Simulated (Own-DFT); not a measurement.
# What random displacements cost in beta-Si3N4, 42 atoms (N24Si18)

These are calculations, not measurements. The program, named Own-DFT, is a retired in-house plane-wave density functional code that no person has reviewed. Each row is one single-point run on a periodic cell that was not relaxed, without spin or spin-orbit coupling.

Settings of every run: PBEsol; PseudoDojo norm-conserving scalar-relativistic files, made for PBE; cutoff 42 hartree; 3 x 3 x 3 k mesh centred on Gamma; Fermi-Dirac smearing of 0.1 eV.

Known limits, some of them of some rows only: some atoms lie very close together; forces on such cells passed a denser k mesh, each cell not checked; stress not checked against mesh or cutoff.

Cell vectors in Å: (7.606, 0.000, 0.000); (-3.803, 6.587, 0.000); (0.000, 0.000, 8.727). In each run every atom was moved at random and independently from its ideal site; u is the rms move along one axis. E is the free energy for each atom above the fitted value at u = 0, and F the rms of the force components.

| run | u (Å) | E (meV/atom) | F (eV/Å) | largest force (eV/Å) | P (GPa) |
|---|---|---|---|---|---|
| 1 | 0.0199 | 17.2 | 0.789 | 2.53 | 2.94 |
| 2 | 0.0211 | ? | ? | ? | ? |
| 3 | 0.0460 | 110.6 | 2.035 | 7.06 | 5.76 |
| 4 | 0.0555 | 130.2 | 2.044 | 7.39 | 6.38 |
| 5 | 0.0920 | 348.9 | 3.571 | 13.15 | 10.76 |
| 6 | 0.1032 | 522.8 | 4.428 | 19.18 | 15.18 |
| 7 | 0.1423 | 930.5 | 7.816 | 40.59 | 26.29 |

## Worked fit

For small independent moves the energy grows as E = (3/2) K u², with K the mean stiffness felt by one atom. The runs with u up to 0.11 Å give K = 30.5 ± 2.0 eV/Å², with residuals divided by u² + 0.0006 Å², since the noise grows with the moves. The scatter is 14.2 meV/atom at u = 0.05 Å. The forces follow F = G u with G = 40.6 eV/Å²; no force at u = 0 is resolved. G exceeds K because the moves of its neighbours add to the force on an atom, and stiffness differs between atoms. At u = 0.142 Å the parabola gives 928 meV/atom and the run 931. The pressure follows P = 2.88 + 1077 u² GPa: at fixed volume, shortened bonds push harder than stretched ones pull.

## Withheld run

Question: what energy and rms force should run 2 give?

The fit gives 20 ± 5 meV/atom and about 0.85 eV/Å. The calculation gave 20.0 meV/atom and 0.871 eV/Å.
